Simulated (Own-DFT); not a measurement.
GaP (zincblende, atoms displaced) (calculated)

Computed with Own-DFT development build. A calculation, not a measurement: plane-wave PBE density functional theory by an unreviewed code, no spin, of a simulated periodic cell, stress positive in tension, free energy of the whole cell less one offset for each atom, forces on such cells passed a denser k mesh, this cell's mesh not checked; offsets are fitted by least squares, one for each functional and potential file, so energies compare only between cells with the same atoms and settings and are not formation energies; the far tail of each file's local potential was reset to the Coulomb form; each entry is a single point on an unrelaxed cell, so the pressure reflects the starting lattice, mostly measured values (interpolated for alloys), from which strain is counted, and rises with the displacements; printed positions are rounded, which can move forces by about a meV/angstrom; the program, named Own-DFT, is a retired in-house code; no spin-orbit coupling.

Settings shared by all entries: functional PBE; potential files PseudoDojo norm-conserving, scalar-relativistic, standard set; wave cutoff 42 hartree; occupations Fermi-Dirac; smearing width 0.1 eV; k mesh 3 x 3 x 3 centred on Gamma.

(1) 
```xyz
64
Lattice="10.9010 0.0000 0.0000 0.0000 10.9010 0.0000 0.0000 0.0000 10.9010" Properties=species:S:1:pos:R:3:force_x:R:1:force_y:R:1:force_z:R:1 formula=GaP free_energy_of_cell_above_offsets=-35.679 pressure=2.72 stress_xx=-2.72 stress_yy=-2.72 stress_zz=-2.71 stress_yz=0.04 stress_xz=0.07 stress_xy=-0.05
Ga     0.0295    10.8827    10.8761     -0.282      0.245      0.559
Ga    10.8943     2.7086     2.7418      0.113      0.386     -0.174
Ga     2.7290     0.0099     2.7318     -0.064      -0.21     -0.077
Ga     2.7398     2.7246    10.8764     -0.181     -0.208      0.099
P      1.3844     1.3778     1.4002     -0.164     -0.172     -0.608
P      1.3926     4.1109     4.0759     -0.519     -0.197      0.293
P      4.0697     1.3369     4.0822      0.243      0.468      0.077
P      4.0561     4.0580     1.3747      0.494      0.369     -0.118
Ga    10.8965     0.0045     5.4319      0.121     -0.088      0.166
Ga     0.0451     2.7375     8.1732     -0.474     -0.172      0.133
Ga     2.7403     0.0251     8.1449      0.162     -0.663      0.277
Ga     2.7139     2.7278     5.4497      0.069      -0.12     -0.004
P      1.3943     1.3371     6.8469     -0.534       0.36     -0.693
P      1.3544     4.0994     9.5644       0.17     -0.039     -0.228
P      4.0833     1.3652     9.4895      0.123     -0.184      0.729
P      4.0790     4.0707     6.8146      0.047      0.243     -0.039
Ga     0.0048     5.4547     0.0008          0     -0.033      0.201
Ga     0.0111     8.1838     2.7041      0.053     -0.106          0
Ga     2.7557     5.4534     2.7495     -0.016      0.191      -0.21
Ga     2.7284     8.1949    10.8887      0.183      -0.29      0.137
P      1.3816     6.7980     1.3567      0.043      0.147      0.079
P      1.3772     9.5323     4.0718     -0.055     -0.075      0.271
P      4.1051     6.8423     4.1084      0.077     -0.528      -0.11
P      4.0833     9.5387     1.3824      0.129     -0.232      0.024
Ga    10.8568     5.4395     5.4498      0.153      0.169     -0.226
Ga     0.0420     8.1932     8.2106     -0.537     -0.045     -0.296
Ga     2.6960     5.4610     8.1700      0.205     -0.211      0.045
Ga     2.7262     8.1433     5.4620     -0.168      0.369      0.113
P      1.3320     6.8096     6.8337      0.063     -0.022     -0.331
P      1.3703     9.5308     9.5436      0.404      0.356     -0.212
P      4.0941     6.7949     9.5253     -0.161        0.4     -0.085
P      4.1141     9.5353     6.7991     -0.313     -0.048      0.032
Ga     5.4465     0.0008     0.0499     -0.333      0.208     -0.364
Ga     5.4617     2.7224     2.7236     -0.151     -0.198     -0.074
Ga     8.1546    10.8892     2.7593      0.155      0.177     -0.658
Ga     8.1627     2.7061    10.9008      0.383      0.472     -0.306
P      6.8289     1.3917     1.3095     -0.205     -0.395      0.911
P      6.8245     4.0751     4.0905     -0.238      0.057     -0.241
P      9.5401     1.3512     4.0620     -0.356      0.321      0.582
P      9.5456     4.0896     1.3450     -0.215     -0.071      0.282
Ga     5.4383    10.8928     5.4162      0.252      0.148      0.233
Ga     5.4394     2.7244     8.1908      0.224      0.187     -0.191
Ga     8.1861     0.0038     8.1655     -0.069      0.092      0.189
Ga     8.1241     2.7560     5.4787        0.6     -0.488     -0.247
P      6.8279     1.3765     6.8283     -0.444     -0.271     -0.208
P      6.8118     4.1005     9.5412      0.078     -0.036     -0.058
P      9.5274     1.3488     9.5495      0.382      0.212     -0.227
P      9.5140     4.0819     6.8074      0.257      -0.04      0.214
Ga     5.4318     5.4588    10.8836      0.041     -0.245      0.379
Ga     5.4842     8.1091     2.7144     -0.471      0.588      -0.06
Ga     8.1289     5.4489     2.7213      0.643     -0.045     -0.051
Ga     8.1417     8.1485     0.0037      0.453       0.51     -0.369
P      6.8268     6.8251     1.3625     -0.358     -0.589     -0.273
P      6.7808     9.5368     4.0332      0.155     -0.154      0.608
P      9.5242     6.8447     4.0582     -0.032     -0.266      0.221
P      9.5321     9.5246     1.3757     -0.058      0.172     -0.321
Ga     5.4712     5.4173     5.4284     -0.288      0.221       0.33
Ga     5.4647     8.1817     8.1612     -0.051      0.088      0.307
Ga     8.1979     5.4766     8.1863     -0.231     -0.187     -0.125
Ga     8.1648     8.1932     5.4600     -0.024      0.033     -0.211
P      6.8056     6.8181     6.8130      0.165     -0.158     -0.096
P      6.7861     9.6017     9.5499      0.244      -0.67     -0.098
P      9.5684     6.7902     9.5336     -0.225      0.485      0.162
P      9.5258     9.5521     6.8249      0.332     -0.219     -0.067
```

Units: free_energy_of_cell_above_offsets in eV; pressure, stress_xx, stress_yy, stress_zz, stress_yz, stress_xz, stress_xy in GPa; force_x, force_y, force_z in eV/Å.

(2) 
```xyz
64
Lattice="10.9010 0.0000 0.0000 0.0000 10.9010 0.0000 0.0000 0.0000 10.9010" Properties=species:S:1:pos:R:3:force_x:R:1:force_y:R:1:force_z:R:1 formula=GaP free_energy_of_cell_above_offsets=-35.847 pressure=2.68 stress_xx=-2.68 stress_yy=-2.68 stress_zz=-2.69 stress_yz=-0.19 stress_xz=-0.05 stress_xy=-0.09
Ga    10.8966     0.0066     0.0326      0.023     -0.422      -0.27
Ga     0.0283     2.6911     2.7169     -0.369      0.292      0.069
Ga     2.7293    10.8852     2.7360     -0.027      0.359      0.098
Ga     2.7609     2.6980    10.8894     -0.383      0.235      0.107
P      1.3645     1.3423     1.3669      0.275      0.061     -0.074
P      1.3707     4.0818     4.0803     -0.348      0.129      0.092
P      4.0915     1.3615     4.1113     -0.089     -0.177     -0.079
P      4.0559     4.0732     1.3843      0.408      0.174     -0.073
Ga     0.0063    10.8569     5.4491     -0.216      0.495     -0.112
Ga     0.0216     2.7224     8.1706     -0.041      -0.01     -0.053
Ga     2.7152     0.0355     8.1931     -0.028     -0.553      -0.36
Ga     2.7158     2.7445     5.4415       0.13     -0.136       0.02
P      1.3844     1.3433     6.7848     -0.298      0.164      0.079
P      1.3872     4.0934     9.5337     -0.244     -0.063      0.209
P      4.0666     1.3432     9.5154       0.39       0.35      0.109
P      4.0877     4.0895     6.7820      0.027      0.183       0.27
Ga    10.8684     5.4582     0.0140      0.492     -0.201      -0.12
Ga     0.0192     8.1712     2.7317      0.099     -0.176     -0.123
Ga     2.7102     5.4693     2.7475      0.002     -0.099     -0.282
Ga     2.7529     8.1967    10.8810     -0.096     -0.205      0.079
P      1.3724     6.8185     1.3370      0.012      0.035       0.14
P      1.3612     9.5489     4.0734      0.078     -0.228       0.15
P      4.0726     6.8272     4.0846      0.314      -0.03     -0.029
P      4.0648     9.5543     1.3847      0.342     -0.226     -0.172
Ga    10.8774     5.4326     5.4729      0.152     -0.005     -0.302
Ga     0.0009     8.1799     8.1444     -0.106      0.023      0.394
Ga     2.7163     5.4700     8.1752     -0.064     -0.246     -0.372
Ga     2.7300     8.1765     5.4412     -0.077      0.145      0.265
P      1.3277     6.8199     6.8030      0.366     -0.104     -0.119
P      1.3858     9.5251     9.5260     -0.413      0.286      0.089
P      4.0742     6.8066     9.5011      0.132      0.186      0.377
P      4.1090     9.5262     6.8473     -0.316      0.358     -0.399
Ga     5.4034     0.0255     0.0075      0.389     -0.159      0.074
Ga     5.4509     2.6795     2.7312     -0.131      0.544      0.083
Ga     8.1861    10.8952     2.7145     -0.044     -0.034     -0.049
Ga     8.1731     2.7325    10.8968      -0.12      0.019     -0.157
P      6.8142     1.3880     1.3714      0.053     -0.436     -0.267
P      6.8132     4.1035     4.0850     -0.075     -0.316     -0.052
P      9.4963     1.3833     4.0975       0.61     -0.394     -0.106
P      9.5358     4.0825     1.3383      0.039     -0.075      0.486
Ga     5.4812    10.8882     5.4388     -0.378      0.161      0.425
Ga     5.4521     2.7248     8.1724     -0.303      0.086     -0.093
Ga     8.1868     0.0115     8.1772     -0.257     -0.023      0.057
Ga     8.1600     2.7106     5.4525     -0.087      0.379      0.004
P      6.8082     1.3894     6.8172      0.042     -0.407      0.025
P      6.7775     4.0781     9.5306      0.356      0.262      0.107
P      9.5415     1.3521     9.5483      0.087      0.149     -0.024
P      9.5192     4.0841     6.8032      0.101     -0.219      0.225
Ga     5.4354     5.4826    10.8930     -0.153     -0.395      0.129
Ga     5.4697     8.1861     2.7293     -0.146      -0.04     -0.091
Ga     8.1759     5.4475     2.7468      0.083       0.06     -0.363
Ga     8.1574     8.2002    10.8976       0.14     -0.257     -0.178
P      6.8209     6.8250     1.3373     -0.077     -0.112      0.343
P      6.8053     9.5599     4.0967      0.395     -0.358     -0.167
P      9.5556     6.8176     4.0801      -0.09     -0.084      0.136
P      9.5424     9.4801     1.3688     -0.018      0.587       0.03
Ga     5.4723     5.4660     5.4299     -0.199      0.017      0.174
Ga     5.4381     8.1841     8.1886      0.193     -0.188     -0.033
Ga     8.2029     5.4621     8.1833     -0.267     -0.192      0.121
Ga     8.1852     8.1647     5.4571     -0.192      0.018     -0.035
P      6.8093     6.8099     6.8417      0.099      0.107       -0.2
P      6.7952     9.5314     9.5423      0.011      0.411      0.036
P      9.5529     6.8048     9.5595     -0.183      0.414     -0.269
P      9.5286     9.5479     6.8136     -0.005     -0.121      0.018
```

Units: free_energy_of_cell_above_offsets in eV; pressure, stress_xx, stress_yy, stress_zz, stress_yz, stress_xz, stress_xy in GPa; force_x, force_y, force_z in eV/Å.

(3) 
```xyz
64
Lattice="10.9010 0.0000 0.0000 0.0000 10.9010 0.0000 0.0000 0.0000 10.9010" Properties=species:S:1:pos:R:3:force_x:R:1:force_y:R:1:force_z:R:1 formula=GaP free_energy_of_cell_above_offsets=-35.729 pressure=2.72 stress_xx=-2.71 stress_yy=-2.72 stress_zz=-2.72 stress_yz=0.06 stress_xz=-0.04 stress_xy=0.1
Ga    10.8898    10.8948     0.0108      0.286     -0.037      0.115
Ga    10.8780     2.7192     2.7554      0.141      0.316     -0.076
Ga     2.7465    10.9006     2.7079     -0.318      0.077      0.222
Ga     2.7185     2.7412    10.8998       0.12     -0.316      0.269
P      1.3324     1.3796     1.3743      0.273     -0.129     -0.068
P      1.3938     4.1129     4.0977     -0.405     -0.121     -0.331
P      4.0534     1.3966     4.1132      0.423     -0.279     -0.346
P      4.0811     4.0977     1.3834      0.064     -0.014     -0.453
Ga     0.0040     0.0262     5.4463     -0.084     -0.694     -0.011
Ga    10.8907     2.7393     8.2167      0.046     -0.295     -0.223
Ga     2.7573    10.8993     8.1478     -0.449     -0.016      0.243
Ga     2.7269     2.7616     5.4499     -0.446      -0.38      0.062
P      1.3255     1.3611     6.8011      0.476      0.274        0.3
P      1.3885     4.0624     9.5444      -0.27       0.55     -0.047
P      4.0945     1.3494     9.5631      -0.26       0.06     -0.121
P      4.0601     4.0769     6.7910      0.276      0.095      0.525
Ga    10.8842     5.4442     0.0127        0.2      0.047      -0.04
Ga    10.8926     8.1718     2.7100      0.209      -0.07      0.164
Ga     2.7263     5.4573     2.6877      0.038      0.213      0.471
Ga     2.7153     8.1832    10.8873      0.258      0.049      0.027
P      1.3877     6.8405     1.3622     -0.357     -0.309     -0.171
P      1.3567     9.5052     4.0749       0.18      0.312      0.251
P      4.0921     6.8170     4.0995     -0.004     -0.242      0.009
P      4.1061     9.5526     1.3570     -0.049     -0.352      0.047
Ga    10.8959     5.4407     5.4453      0.228      0.029       0.09
Ga    10.8988     8.1867     8.1811     -0.078     -0.241     -0.284
Ga     2.7457     5.4630     8.1839     -0.146     -0.332     -0.035
Ga     2.7155     8.1412     5.4909      0.165      0.352     -0.459
P      1.3972     6.7866     6.8082      -0.65      0.083       0.36
P      1.3357     9.5190     9.5475      0.369      0.434     -0.227
P      4.0974     6.7878     9.5393     -0.128      0.246       0.24
P      4.1067     9.5147     6.8263     -0.182      0.046     -0.143
Ga     5.4534    10.8941     0.0017      0.212      0.093      0.098
Ga     5.4464     2.7235     2.6758     -0.156      0.189      0.836
Ga     8.1745     0.0232     2.7581     -0.131       -0.3     -0.292
Ga     8.1656     2.7193    10.8614      0.091     -0.136       0.31
P      6.7899     1.3941     1.3833      0.455     -0.495     -0.422
P      6.8236     4.0960     4.0920      -0.27     -0.266     -0.001
P      9.5416     1.3452     4.1018     -0.112      0.324      0.052
P      9.5009     4.0861     1.3650       0.23     -0.109      0.044
Ga     5.4298    10.8791     5.4360      0.177      0.515      0.325
Ga     5.4056     2.6913     8.1596      0.327       0.36      0.223
Ga     8.1592    10.8758     8.1814      0.139      0.204      0.072
Ga     8.2015     2.7526     5.4548     -0.262     -0.321      -0.04
P      6.8450     1.3792     6.8551      -0.36     -0.175     -0.594
P      6.8170     4.0931     9.5546     -0.437     -0.046      -0.35
P      9.5526     1.3195     9.5549     -0.289      0.269     -0.211
P      9.5480     4.0768     6.8097      0.058       0.25      0.277
Ga     5.4555     5.4738     0.0230      0.079      -0.27      0.009
Ga     5.4692     8.1558     2.7397     -0.262       0.44      0.215
Ga     8.1630     5.4470     2.7432      0.117      0.209     -0.034
Ga     8.2008     8.1721     0.0257     -0.258     -0.017     -0.185
P      6.7955     6.8330     1.3913        0.4     -0.175     -0.217
P      6.8150     9.5413     4.1279      0.136     -0.171     -0.357
P      9.5692     6.8133     4.0911     -0.409      0.031      0.007
P      9.5611     9.5222     1.3641     -0.418      0.354      0.221
Ga     5.4503     5.4203     5.4843      0.075      0.306     -0.313
Ga     5.4269     8.1614     8.2023      0.419      0.064     -0.048
Ga     8.1693     5.4468     8.1767     -0.024     -0.084     -0.075
Ga     8.1901     8.1709     5.4919     -0.189     -0.246     -0.539
P      6.8187     6.8186     6.8192      -0.23     -0.163      0.133
P      6.8220     9.5461     9.5455     -0.128     -0.334      0.193
P      9.5227     6.8059     9.5250      0.213     -0.006      0.156
P      9.4820     9.5238     6.8103      0.879       0.35      0.149
```

Units: free_energy_of_cell_above_offsets in eV; pressure, stress_xx, stress_yy, stress_zz, stress_yz, stress_xz, stress_xy in GPa; force_x, force_y, force_z in eV/Å.

(4) 
```xyz
64
Lattice="10.9010 0.0000 0.0000 0.0000 10.9010 0.0000 0.0000 0.0000 10.9010" Properties=species:S:1:pos:R:3:force_x:R:1:force_y:R:1:force_z:R:1 formula=GaP free_energy_of_cell_above_offsets=-35.705 pressure=2.73 stress_xx=-2.73 stress_yy=-2.73 stress_zz=-2.73 stress_yz=-0.02 stress_xz=0.04 stress_xy=-0.08
Ga     0.0034     0.0081    10.8478     -0.047      0.017      0.701
Ga     0.0273     2.7434     2.7459     -0.258     -0.555     -0.396
Ga     2.6989    10.8908     2.7529      0.281     -0.018     -0.043
Ga     2.7302     2.7168    10.8975      0.098     -0.069     -0.154
P      1.4140     1.3424     1.3472     -0.621      0.106      0.118
P      1.3484     4.1064     4.0527      0.209     -0.032       0.55
P      4.0926     1.3761     4.0884     -0.077     -0.011       -0.1
P      4.0639     4.0751     1.3575      0.405      0.043     -0.196
Ga    10.8878    10.8992     5.4447      0.135      0.001      0.269
Ga     0.0071     2.6902     8.1822      0.034      0.283      0.047
Ga     2.7255     0.0098     8.1653      0.235      -0.27      0.374
Ga     2.6987     2.7222     5.4503      0.331      0.321     -0.171
P      1.4030     1.3622     6.8210     -0.588      -0.15     -0.172
P      1.3566     4.0816     9.5671      0.075     -0.003      -0.37
P      4.1252     1.3803     9.5270     -0.254     -0.436       0.27
P      4.0694     4.1072     6.8347      0.015     -0.111     -0.319
Ga    10.8998     5.4543    10.8960     -0.169      -0.21      0.031
Ga    10.8992     8.1388     2.7073     -0.014      0.132     -0.052
Ga     2.7127     5.4083     2.6866      0.044      0.574      0.106
Ga     2.7292     8.1897    10.8742      0.236     -0.084     -0.014
P      1.3752     6.8177     1.3033     -0.026     -0.126      0.471
P      1.3258     9.5285     4.0842      0.243     -0.183      0.165
P      4.0884     6.8089     4.0574     -0.068     -0.177      0.209
P      4.0757     9.5303     1.3660      0.024      0.255     -0.105
Ga    10.8961     5.4301     5.4589      0.077      0.415     -0.132
Ga     0.0237     8.2028     8.1750     -0.473     -0.364      0.025
Ga     2.7148     5.4692     8.1732       0.02     -0.292       0.37
Ga     2.7663     8.1980     5.4542     -0.546     -0.413     -0.246
P      1.3654     6.8057     6.8564     -0.052       0.25      -0.72
P      1.3375     9.5218     9.5515       0.45      0.372     -0.326
P      4.1057     6.8125     9.5174     -0.161     -0.078      0.304
P      4.0877     9.5076     6.8159      0.274      0.484      0.122
Ga     5.4947     0.0096     0.0396     -0.405     -0.366     -0.534
Ga     5.4662     2.7582     2.7116     -0.082      -0.38      -0.03
Ga     8.1580    10.8785     2.7503      0.547      0.302     -0.073
Ga     8.1829     2.6963     0.0250     -0.156      0.289     -0.292
P      6.8434     1.3304     1.3515     -0.126      0.439      0.562
P      6.7894     4.1155     4.0827      0.294     -0.259      0.246
P      9.5453     1.3734     4.1330     -0.221      0.139      -0.43
P      9.5377     4.0543     1.3498       0.09      0.342      0.317
Ga     5.4474     0.0178     5.4564     -0.001     -0.163     -0.079
Ga     5.4349     2.7300     8.1702      0.156      0.249      0.027
Ga     8.1614    10.8447     8.1868      0.092      0.755     -0.205
Ga     8.1703     2.7491     5.4974     -0.076     -0.007     -0.462
P      6.7916     1.3918     6.8097      0.257      -0.39      0.281
P      6.8054     4.0843     9.5495      0.241     -0.065     -0.165
P      9.5304     1.3711     9.5570      -0.13     -0.272     -0.484
P      9.5523     4.0939     6.8130     -0.001     -0.146      0.295
Ga     5.4614     5.4516     0.0114     -0.247     -0.143     -0.151
Ga     5.4349     8.1699     2.6948      0.361     -0.037      0.086
Ga     8.1536     5.4443     2.7166       0.24     -0.072     -0.085
Ga     8.2152     8.1399    10.8647     -0.178      0.394      0.394
P      6.8294     6.7928     1.3250     -0.077      0.371      0.285
P      6.8290     9.5529     4.0768     -0.461     -0.478      0.355
P      9.5106     6.8193     4.0873      0.346     -0.362     -0.081
P      9.5454     9.5470     1.3737     -0.001     -0.096     -0.281
Ga     5.4667     5.4620     5.4801     -0.409     -0.026     -0.266
Ga     5.4518     8.1481     8.1692      0.164      0.189     -0.012
Ga     8.1811     5.4723     8.1522     -0.045     -0.461      0.343
Ga     8.1786     8.1426     5.4585      -0.11      0.438     -0.172
P      6.8339     6.8027     6.8118      -0.22      0.162      0.006
P      6.8387     9.5155     9.5176     -0.463     -0.132      0.434
P      9.5240     6.7862     9.5392      0.527      0.179     -0.383
P      9.5193     9.5325     6.8134      0.266     -0.064     -0.064
```

Units: free_energy_of_cell_above_offsets in eV; pressure, stress_xx, stress_yy, stress_zz, stress_yz, stress_xz, stress_xy in GPa; force_x, force_y, force_z in eV/Å.
